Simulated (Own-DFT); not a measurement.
# What a defect does to the pressure of its cell: C11b WSi2

The numbers are computed, not measured, by runs of the plane-wave DFT program Own-DFT (in-house, retired, unreviewed) at fixed positions, with no spin and no spin-orbit coupling.

All runs used: PBE; PseudoDojo norm-conserving scalar-relativistic files; cutoff 50 hartree; 5 x 5 x 5 k mesh centred on Gamma; cold (Marzari-Vanderbilt) smearing of 0.2 eV.

Limits: forces on such cells failed a check on a denser k mesh; stress not checked against mesh or cutoff.

All runs share one cell, with vectors in Å (-2.148, -5.953, 3.409); (-6.444, 2.976, 1.136); (-2.553, -2.948, -6.757) and a volume of 403.2 Å³. Atoms were moved at random from their sites; u is the rms move along one axis. The defect's site can differ from row to row.

| cell | formula | u (Å) | P (GPa) |
|---|---|---|---|
| no defect | Si20W10 | 0.0199 | 4.34 |
| no defect | Si20W10 | 0.0202 | 4.36 |
| no defect | Si20W10 | 0.0497 | 5.47 |
| one Si vacancy | Si19W10 | 0.0305 | 2.98 |
| one Si vacancy | Si19W10 | 0.0317 | 3.38 |
| one Si vacancy | Si19W10 | 0.0562 | 4.55 |
| one W on a Si site | Si19W11 | 0.0330 | 10.11 |
| one W on a Si site | Si19W11 | 0.0519 | 11.19 |
| one W on a Si site | Si19W11 | 0.0542 | 11.89 |
| one W vacancy | Si20W9 | 0.0277 | 3.53 |
| one W vacancy | Si20W9 | 0.0307 | ? |
| one W vacancy | Si20W9 | 0.0452 | 4.75 |
| one W vacancy | Si20W9 | 0.0548 | 5.24 |
| one Si on a W site | Si21W9 | 0.0307 | 6.47 |
| one Si on a W site | Si21W9 | 0.0455 | 6.93 |
| one Si on a W site | Si21W9 | 0.0534 | 7.71 |

## Working it out

P = P0 + c u² + a shift for each defect gives P0 = 3.98 GPa, c = 677 ± 61 GPa/Å² and a scatter of 0.21 GPa. The shifts, and each times the cell's volume:

- one W on a Si site: 5.56 ± 0.19 GPa, 14.0 eV
- one Si on a W site: 1.73 ± 0.18 GPa, 4.4 eV
- one W vacancy: -0.79 ± 0.18 GPa, -2.0 eV
- one Si vacancy: -1.50 ± 0.18 GPa, -3.8 eV

Against the defect-free cell, a freed cell would be larger where the shift is positive and smaller where it is negative (160.2 GPa Å³ is 1 eV). The atoms around the defects weren't relaxed, which would change these numbers.

## Check

The question: what pressure belongs in the blank (one W vacancy, u = 0.0307 Å)?

The fit gives 3.83 ± 0.25 GPa. Computed: 3.35 GPa.
